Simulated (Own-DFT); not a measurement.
# What a defect does to the pressure of its cell: zincblende GaP

No measurement is shown. These are fixed-geometry runs of a retired plane-wave code named Own-DFT, which no person has reviewed; spin and spin-orbit coupling are neglected.

Method: PBE; PseudoDojo norm-conserving scalar-relativistic files; cutoff 42 hartree; 2 x 3 x 3 k mesh centred on Gamma; Fermi-Dirac smearing of 0.1 eV.

Known weak points (not all hold for every row): not probed for a lower state with spin; forces on such cells failed a check on a denser k mesh; forces on such cells moved up to 12 meV/angstrom on a denser k mesh; forces on such cells passed a denser k mesh, each cell not checked; stress not checked against mesh or cutoff.

All runs share one cell, with vectors in Å (16.352, 0.000, 0.000); (0.000, 10.901, 0.000); (0.000, 0.000, 10.901) and a volume of 1943.1 Å³. Atoms were moved at random from their sites; u is the rms move along one axis. The defect's site can differ from row to row.

```
cell,formula,u (Å),P (GPa)
no defect,Ga48P48,0.0202,2.73
no defect,Ga48P48,0.0479,3.22
no defect,Ga48P48,0.0500,3.28
two P vacancies,Ga48P46,0.0289,2.44
two P vacancies,Ga48P46,0.0299,2.45
two P vacancies,Ga48P46,0.0500,2.73
one P on a Ga site,Ga47P49,0.0288,2.90
one P on a Ga site,Ga47P49,0.0310,2.95
one P on a Ga site,Ga47P49,0.0489,3.21
one Ga on a P site,Ga49P47,0.0296,?
one Ga on a P site,Ga49P47,0.0303,3.18
one Ga on a P site,Ga49P47,0.0503,3.58
one Ga on a P site,Ga49P47,0.0515,3.72
one Ga on a P site and one P on a Ga site,Ga48P48,0.0311,2.92
one Ga on a P site and one P on a Ga site,Ga48P48,0.0312,3.01
one Ga on a P site and one P on a Ga site,Ga48P48,0.0505,3.34
```

## What the rows give

P = P0 + c u² + a shift for each defect gives P0 = 2.67 GPa, c = 234 ± 17 GPa/Å² and a scatter of 0.05 GPa. The shifts, and each times the cell's volume:

- one Ga on a P site: 0.34 ± 0.04 GPa, 4.2 eV
- one Ga on a P site and one P on a Ga site: 0.07 ± 0.04 GPa, 0.8 eV (not resolved)
- one P on a Ga site: 0.02 ± 0.04 GPa, 0.3 eV (not resolved)
- two P vacancies: -0.46 ± 0.04 GPa, -5.6 eV (-2.8 eV for each of its 2 sites)

Positive is outwards. The product with the volume (160.2 GPa Å³ to the eV) is nearly free of the cell's size; divided by the bulk modulus at the cell's pressure it gives the volume that the defect adds. The atoms around the defects weren't relaxed, which would change these numbers.

## Check

Q: what pressure belongs in the blank (one Ga on a P site, u = 0.0296 Å)?

Estimate: 3.22 ± 0.06 GPa. The calculation gave 3.14 GPa.
